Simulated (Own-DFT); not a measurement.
# What a defect does to the pressure of its cell: zincblende GaAs

No measurement is shown. These are fixed-geometry runs of a retired plane-wave code named Own-DFT, which no person has reviewed; spin and spin-orbit coupling are neglected.

Method: PBE; PseudoDojo norm-conserving scalar-relativistic files; cutoff 42 hartree; 3 x 3 x 3 k mesh centred on Gamma; Fermi-Dirac smearing of 0.1 eV.

Keep in mind (not all hold for every row): not probed for a lower state with spin; forces not confirmed at this smearing and k mesh; stress not checked against mesh or cutoff.

All runs share one cell, with vectors in Å (10.862, 0.000, 0.000); (0.000, 10.862, 0.000); (0.000, 0.000, 11.796) and a volume of 1391.7 Å³, strained against the parent crystal. The atoms are randomly displaced, by u rms on each axis. The defect's site can differ from row to row.

```
cell,formula,u (Å),P (GPa)
no defect,As32Ga32,0.0290,6.64
no defect,As32Ga32,0.0291,6.66
no defect,As32Ga32,0.0490,6.90
one As vacancy and one Ga vacancy,As31Ga31,0.0286,5.89
one As vacancy and one Ga vacancy,As31Ga31,0.0314,5.97
one As vacancy and one Ga vacancy,As31Ga31,0.0494,?
one As vacancy and one Ga vacancy,As31Ga31,0.0494,6.42
one Al on a Ga site,AlAs32Ga31,0.0271,6.64
one Al on a Ga site,AlAs32Ga31,0.0320,6.67
one Al on a Ga site,AlAs32Ga31,0.0476,6.91
one In on a Ga site,As32Ga31In,0.0290,7.35
one In on a Ga site,As32Ga31In,0.0301,7.44
one In on a Ga site,As32Ga31In,0.0303,7.43
one P on an As site,As31Ga32P,0.0313,6.43
one P on an As site,As31Ga32P,0.0505,6.72
one P on an As site,As31Ga32P,0.0536,6.76
```

## What the rows give

P = P0 + c u² + a shift for each defect gives P0 = 6.45 GPa, c = 207 ± 23 GPa/Å² and a scatter of 0.06 GPa. The shifts, and each times the cell's volume:

- one In on a Ga site: 0.77 ± 0.05 GPa, 6.7 eV
- one Al on a Ga site: 0.01 ± 0.05 GPa, 0.1 eV (not resolved)
- one P on an As site: -0.26 ± 0.05 GPa, -2.3 eV
- one As vacancy and one Ga vacancy: -0.65 ± 0.05 GPa, -5.6 eV

Positive is outwards. The product with the volume (160.2 GPa Å³ to the eV) is nearly free of the cell's size; divided by the bulk modulus at the cell's pressure it gives the volume that the defect adds. The atoms around the defects weren't relaxed, which would change these numbers.

## Prediction

Asked: what pressure belongs in the blank (one As vacancy and one Ga vacancy, u = 0.0494 Å)?

The fitted form gives 6.31 ± 0.07 GPa. The calculation gave 6.30 GPa.
